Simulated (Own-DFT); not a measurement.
# One host, several defects: zincblende GaAs

Everything here is calculated. The program is Own-DFT (plane waves, in-house, since retired, never reviewed by a person); positions were held fixed, and spin and spin-orbit coupling were off.

Settings: PBE; PseudoDojo norm-conserving scalar-relativistic files; cutoff 42 hartree; 3 x 3 x 3 k mesh centred on Gamma; Fermi-Dirac smearing of 0.1 eV.

Limits (not all hold for every row): not probed for a lower state with spin; forces not confirmed at this smearing and k mesh; stress not checked against mesh or cutoff.

All runs share one cell, with vectors in Å (11.737, 0.000, 0.000); (0.000, 11.737, 0.000); (0.000, 0.000, 10.919) and a volume of 1504.3 Å³, strained against the parent crystal. u is the rms random offset of the atoms per axis. The defect's site can differ from row to row.

| cell | formula | u (Å) | P (GPa) |
|---|---|---|---|
| no defect | As32Ga32 | 0.0290 | 0.73 |
| no defect | As32Ga32 | 0.0313 | 0.79 |
| no defect | As32Ga32 | 0.0484 | 0.95 |
| one Al on a Ga site | AlAs32Ga31 | 0.0312 | 0.73 |
| one Al on a Ga site | AlAs32Ga31 | 0.0325 | 0.77 |
| one Al on a Ga site | AlAs32Ga31 | 0.0503 | 1.04 |
| one P on an As site | As31Ga32P | 0.0314 | 0.52 |
| one P on an As site | As31Ga32P | 0.0520 | 0.90 |
| one P on an As site | As31Ga32P | 0.0527 | 0.87 |
| one In on a Ga site | As32Ga31In | 0.0300 | 1.38 |
| one In on a Ga site | As32Ga31In | 0.0315 | 1.30 |
| one In on a Ga site | As32Ga31In | 0.0494 | 1.62 |
| one As vacancy and one Ga vacancy | As31Ga31 | 0.0287 | 0.44 |
| one As vacancy and one Ga vacancy | As31Ga31 | 0.0293 | 0.50 |
| one As vacancy and one Ga vacancy | As31Ga31 | 0.0448 | 0.58 |
| one As vacancy and one Ga vacancy | As31Ga31 | 0.0491 | ? |

## Fit

P = P0 + c u² + a shift for each defect gives P0 = 0.59 GPa, c = 171 ± 17 GPa/Å² and a scatter of 0.05 GPa. The shifts, and each times the cell's volume:

- one In on a Ga site: 0.60 ± 0.04 GPa, 5.6 eV
- one Al on a Ga site: 0.00 ± 0.04 GPa, 0.0 eV (not resolved)
- one P on an As site: -0.19 ± 0.04 GPa, -1.8 eV
- one As vacancy and one Ga vacancy: -0.29 ± 0.04 GPa, -2.7 eV

Against the defect-free cell, a freed cell would be larger where the shift is positive and smaller where it is negative (160.2 GPa Å³ is 1 eV). The atoms around the defects weren't relaxed, which would change these numbers.

## Withheld run

Q: what pressure belongs in the blank (one As vacancy and one Ga vacancy, u = 0.0491 Å)?

The fit gives 0.71 ± 0.06 GPa. The run itself gave 0.61 GPa.
